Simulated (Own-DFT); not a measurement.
InGa₃As₄ (zincblende random alloy, strained, atoms displaced) (calculated)

Computed with Own-DFT development build. A calculation, not a measurement: plane-wave density functional theory by an unreviewed code, no spin, of a simulated periodic cell, stress positive in tension, run twice, with PBE and with PBEsol, both on files made for PBE, so the change isn't that of files made for PBEsol, forces on such cells passed a denser k mesh, this cell's mesh not checked; the far tail of each file's local potential was reset to the Coulomb form; each entry is a single point on an unrelaxed cell, so the pressure reflects the starting lattice, mostly measured values (interpolated for alloys), from which strain is counted, and rises with the displacements; printed positions are rounded, which can move forces by about a meV/angstrom; the program, named Own-DFT, is a retired in-house code; no spin-orbit coupling; stress was not checked against mesh or cutoff.

```cif
# cell vector a (Å): 11.3621 -0.0732 -0.0481
# cell vector b (Å): -0.0732 11.5933 0.0690
# cell vector c (Å): -0.0481 0.0690 11.5067
data_InGa3As4
_symmetry_space_group_name_H-M 'P 1'
_symmetry_Int_Tables_number 1
_cell_length_a 11.3624
_cell_length_b 11.5937
_cell_length_c 11.5070
_cell_angle_alpha 89.314
_cell_angle_beta 90.484
_cell_angle_gamma 90.732
_cell_volume 1515.57
loop_
_atom_site_label
_atom_site_type_symbol
_atom_site_fract_x
_atom_site_fract_y
_atom_site_fract_z
_atom_site_occupancy
Ga1 Ga 0.00251 0.00411 0.99767 1
In1 In 0.99551 0.25551 0.24379 1
Ga2 Ga 0.24737 0.99506 0.24710 1
Ga3 Ga 0.24772 0.25070 0.00456 1
As1 As 0.12660 0.11321 0.11491 1
As2 As 0.12051 0.37499 0.37086 1
As3 As 0.37903 0.12625 0.38174 1
As4 As 0.37397 0.37054 0.12594 1
In2 In 0.00577 0.00420 0.49838 1
Ga4 Ga 0.99919 0.24912 0.75142 1
Ga5 Ga 0.24757 0.99849 0.74157 1
Ga6 Ga 0.25173 0.25055 0.50393 1
As5 As 0.12529 0.12208 0.61795 1
As6 As 0.12985 0.37995 0.87899 1
As7 As 0.37714 0.12750 0.87416 1
As8 As 0.37538 0.37603 0.62957 1
In3 In 0.99933 0.50120 0.00918 1
Ga7 Ga 0.00017 0.75099 0.23884 1
Ga8 Ga 0.25831 0.49746 0.24336 1
Ga9 Ga 0.25353 0.74702 0.00020 1
As9 As 0.12571 0.61981 0.12990 1
As10 As 0.12244 0.87629 0.37135 1
As11 As 0.37444 0.62070 0.37960 1
As12 As 0.37250 0.87696 0.12780 1
In4 In 0.99841 0.49662 0.50463 1
Ga10 Ga 0.99728 0.75540 0.75071 1
Ga11 Ga 0.24555 0.49718 0.75701 1
Ga12 Ga 0.25585 0.75043 0.49725 1
As13 As 0.12566 0.62270 0.62635 1
As14 As 0.11961 0.87550 0.88544 1
As15 As 0.37938 0.62824 0.88134 1
As16 As 0.37348 0.88148 0.62679 1
In5 In 0.49766 0.00188 0.00408 1
Ga13 Ga 0.50504 0.25001 0.25618 1
Ga14 Ga 0.75871 0.00086 0.24870 1
Ga15 Ga 0.74346 0.25239 0.00586 1
As17 As 0.62344 0.12104 0.12526 1
As18 As 0.62680 0.37603 0.37596 1
As19 As 0.87301 0.12235 0.37041 1
As20 As 0.87421 0.37768 0.12122 1
Ga16 Ga 0.49712 0.99911 0.50162 1
Ga17 Ga 0.50976 0.25488 0.75456 1
Ga18 Ga 0.75639 0.99817 0.75417 1
In6 In 0.75239 0.24655 0.50118 1
As21 As 0.62355 0.13121 0.62611 1
As22 As 0.62603 0.37502 0.87313 1
As23 As 0.87375 0.12925 0.87022 1
As24 As 0.86290 0.37450 0.62517 1
Ga19 Ga 0.50112 0.49541 0.99652 1
Ga20 Ga 0.49576 0.75206 0.24149 1
Ga21 Ga 0.74604 0.49837 0.24739 1
In7 In 0.75194 0.75059 0.00504 1
As25 As 0.62084 0.61686 0.12330 1
As26 As 0.62861 0.87314 0.37353 1
As27 As 0.87066 0.61501 0.37702 1
As28 As 0.87593 0.87490 0.12266 1
In8 In 0.49456 0.49889 0.49965 1
Ga22 Ga 0.50187 0.75047 0.74646 1
Ga23 Ga 0.75964 0.49126 0.75940 1
Ga24 Ga 0.75189 0.74940 0.49742 1
As29 As 0.62101 0.63141 0.62704 1
As30 As 0.63078 0.87898 0.87598 1
As31 As 0.87453 0.62544 0.87608 1
As32 As 0.87502 0.87553 0.62692 1
_calc_functional 'PBE, then PBEsol'
_calc_potential_files 'PseudoDojo norm-conserving, scalar-relativistic, standard set'
_calc_wave_cutoff 42  # hartree
_calc_occupations 'Fermi-Dirac'
_calc_smearing_width 0.1  # eV
_calc_k_mesh '3 x 3 x 3 centred on Gamma'
_calc_PBE_pressure 5.21  # GPa
_calc_PBE_stress_xx -5.72  # GPa
_calc_PBE_stress_yy -4.77  # GPa
_calc_PBE_stress_zz -5.13  # GPa
_calc_PBE_stress_yz 0.43  # GPa
_calc_PBE_stress_xz -0.97  # GPa
_calc_PBE_stress_xy -1.26  # GPa
_calc_PBEsol_pressure 2.16  # GPa
_calc_PBEsol_stress_xx -2.69  # GPa
_calc_PBEsol_stress_yy -1.71  # GPa
_calc_PBEsol_stress_zz -2.09  # GPa
_calc_PBEsol_stress_yz 0.43  # GPa
_calc_PBEsol_stress_xz -0.94  # GPa
_calc_PBEsol_stress_xy -1.22  # GPa
_calc_rms_change_of_force_components_from_PBE_to_PBEsol 0.034  # eV/angstrom
```

Force:
```
force element  PBE force x (eV/Å)  PBE force y (eV/Å)  PBE force z (eV/Å)  PBEsol force x (eV/Å)  PBEsol force y (eV/Å)  PBEsol force z (eV/Å)
           Ga              -1.081              -0.367              -0.542                 -1.028                 -0.362                 -0.516
           In               0.858              -1.646              -0.199                  0.817                 -1.581                 -0.176
           Ga               0.362               0.564                0.55                  0.339                  0.531                  0.523
           Ga               0.296               -0.45              -0.719                  0.286                 -0.432                 -0.695
           As               0.484               1.035               0.933                  0.462                  1.004                  0.894
           As               2.187               0.169               0.542                    2.1                  0.159                  0.522
           As              -0.705              -0.096              -0.757                 -0.668                 -0.093                 -0.724
           As                0.64              -0.055              -0.045                  0.611                 -0.045                 -0.046
           In              -1.257              -1.207              -0.724                 -1.217                 -1.165                   -0.7
           Ga               0.483               0.482              -0.446                  0.444                  0.458                 -0.423
           Ga              -0.184               0.298               1.195                 -0.173                  0.294                   1.14
           Ga                   0                0.29              -0.446                 -0.002                  0.268                 -0.425
           As               1.168               2.077               2.181                  1.137                  1.994                  2.094
           As              -0.487              -1.431              -0.225                 -0.467                 -1.376                 -0.212
           As              -1.141               0.888              -0.928                 -1.083                  0.853                 -0.881
           As              -1.001              -0.986               1.247                 -0.957                  -0.95                  1.187
           In               0.428               0.313              -1.832                  0.413                  0.305                  -1.77
           Ga              -0.035              -0.443               1.127                 -0.029                 -0.419                  1.085
           Ga              -0.463               0.084               0.885                 -0.463                  0.085                  0.859
           Ga              -0.419               0.114                0.35                 -0.406                  0.114                  0.346
           As               1.431               1.597               0.721                  1.375                  1.535                  0.681
           As               0.774              -1.389              -0.564                  0.755                 -1.324                 -0.552
           As              -1.102               1.731              -2.094                 -1.059                  1.663                 -2.024
           As              -0.945              -1.045               0.383                   -0.9                 -1.012                  0.362
           In               0.358              -0.244              -0.099                  0.332                 -0.232                 -0.104
           Ga               0.448               -0.55               0.097                  0.421                 -0.528                  0.103
           Ga                0.94               0.771              -0.607                    0.9                  0.742                 -0.583
           Ga              -0.537               0.058                0.16                 -0.521                  0.052                  0.158
           As               0.796               1.393               0.986                  0.762                  1.328                  0.946
           As               0.705              -0.248              -1.104                  0.673                  -0.24                 -1.074
           As              -0.233              -0.273              -0.737                 -0.227                  -0.27                 -0.709
           As               0.144              -0.965               -0.17                  0.142                 -0.931                 -0.177
           In               0.034              -0.606              -1.183                  0.037                 -0.578                  -1.14
           Ga              -0.141              -0.203               -0.28                 -0.139                 -0.194                 -0.258
           Ga              -0.833              -0.496              -0.151                 -0.811                 -0.474                 -0.136
           Ga               0.309              -0.317              -0.457                  0.295                 -0.298                 -0.443
           As               1.287               1.396               1.602                  1.249                  1.351                  1.536
           As              -0.097                0.09              -1.147                 -0.095                  0.078                 -1.112
           As              -0.201              -0.107               -0.29                 -0.185                 -0.099                 -0.281
           As              -2.866              -0.367               0.395                 -2.755                 -0.359                  0.388
           Ga               0.829               0.068              -0.066                  0.782                  0.083                 -0.057
           Ga              -1.032              -0.666               -0.58                 -0.997                 -0.641                 -0.558
           Ga              -0.532               0.309              -0.684                 -0.513                  0.301                 -0.647
           In              -0.326              -0.481              -1.156                 -0.331                 -0.452                 -1.108
           As              -0.814              -1.854               1.185                 -0.773                 -1.777                  1.136
           As               0.185               0.265               0.847                  0.184                  0.246                  0.814
           As              -0.035              -0.061               1.085                 -0.021                 -0.075                  1.035
           As               1.446               0.142               2.028                  1.413                  0.137                  1.951
           Ga              -0.244              -0.117               0.147                 -0.233                 -0.097                  0.149
           Ga               0.426              -0.638                 0.9                  0.406                 -0.612                  0.874
           Ga               0.114              -0.093               0.124                  0.107                 -0.087                  0.132
           In              -0.716              -0.773              -0.649                 -0.692                 -0.744                 -0.636
           As              -0.637                   0               0.719                 -0.599                  0.002                  0.684
           As              -0.409               0.309              -0.196                 -0.383                  0.295                  -0.19
           As              -0.483               1.789              -1.312                 -0.468                  1.717                 -1.262
           As               1.136               1.539               0.933                  1.101                  1.472                  0.898
           In               1.321              -0.239               0.532                  1.271                 -0.223                  0.518
           Ga              -0.061               0.538               0.541                 -0.054                  0.514                  0.522
           Ga              -0.757               1.153              -0.509                 -0.737                  1.105                 -0.484
           Ga              -0.082              -0.211               0.204                 -0.095                 -0.203                    0.2
           As               1.335              -0.357               0.509                  1.273                 -0.339                  0.475
           As              -0.814              -0.145              -1.111                 -0.776                 -0.142                 -1.064
           As               0.322               0.051              -1.172                  0.314                   0.04                 -1.117
           As              -0.578              -0.386               0.073                 -0.544                 -0.372                  0.073
```
